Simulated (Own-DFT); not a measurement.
# Which way do the neighbours of a vacancy move? hexagonal WC, 63 atoms (C32W31), with one W vacancy

Calculated results; nothing here was measured. The program, named Own-DFT, is a retired in-house plane-wave density functional code that no person has reviewed. Each row is one single-point run on a periodic cell that was not relaxed, without spin or spin-orbit coupling.

Settings of every run: PBE; PseudoDojo norm-conserving scalar-relativistic files; cutoff 50 hartree; 4 x 4 x 4 k mesh centred on Gamma; cold (Marzari-Vanderbilt) smearing of 0.2 eV.

Known limits: forces on such cells moved up to 12 meV/angstrom on a denser k mesh; stress not checked against mesh or cutoff.

Cell vectors in Å: (5.833, -5.052, -2.839); (0.000, -5.052, 8.518); (-5.833, -5.052, -2.839). Every atom was also moved at random, by a Gaussian of width 0.05 Å on each axis. The defect's site can differ from row to row. The empty site has 6 nearest neighbours, all C. For each, d is its distance from the empty site and R the part of its force along the line away from it, positive outwards. The last column is the rms force component on atoms over 4.5 Å away.

```
run  d1 (Å)  d2 (Å)  d3 (Å)  d4 (Å)  d5 (Å)  d6 (Å)  R1 (eV/Å)  R2 (eV/Å)  R3 (eV/Å)  R4 (eV/Å)  R5 (eV/Å)  R6 (eV/Å)  far F (eV/Å)
  1   2.177   2.195   2.197   2.240   2.257   2.296       1.12       1.33       1.28       0.89       0.70      -0.22          1.25
  2   2.139   2.152   2.175   2.198   2.212   2.259       2.07       1.76       1.25       0.64       0.94       1.06          1.07
  3   2.104   2.134   2.164   2.246   2.248   2.277       2.01       2.15       1.72       0.63       1.08       0.54          1.48
  4   2.165   2.187   2.208   2.210   2.229   2.238       1.87       1.75       1.70       1.58       1.12       0.59          1.28
  5   2.092   2.182   2.200   2.228   2.247   2.276       2.06       1.94       1.17       1.21       1.45       0.34          1.33
  6   2.153   2.183   2.190   2.215   2.217   2.229       2.13       1.43       1.17       1.07       0.80       1.06          1.31
  7   2.113   2.177   2.182   2.207   2.230   2.240       1.67       1.16       1.55       1.70       1.07       0.79          1.26
  8   2.152   2.200   2.207   2.241   2.257   2.310       1.61       1.42       1.02       1.08       0.15      -0.16          1.37
  9   2.186   2.228   2.234   2.271   2.275   2.293       1.62       0.43       0.66      -0.81       0.44       0.39          1.19
 10   2.151   2.187   2.187   2.198   2.217   2.276          ?          ?          ?          ?          ?          ?             ?
```

## Worked fit

A straight line through the 54 neighbours shown gives R = 1.13 - 10.9 (d - 2.210) eV/Å, with a scatter of 0.35 left by the moves of the other atoms. The slope, with an error of 1.0, is the pull back towards the neighbour's own site. The constant, 1.13 ± 0.05 eV/Å, is the force at the mean distance: with one bond gone, the neighbours are pushed outwards, away from the empty site. It shows how a relaxation would start, not where it would end, and it depends somewhat on the width of the random moves.

## Withheld run

Question: what mean R should the neighbours of run 10 feel? Their mean d is 2.203 Å.

The line gives 1.21 ± 0.15 eV/Å, by the scatter of the means of the runs shown. The calculation gave R = 1.42, 0.84, 1.16, 1.12, 1.05, 0.49, a mean of 1.01 eV/Å.
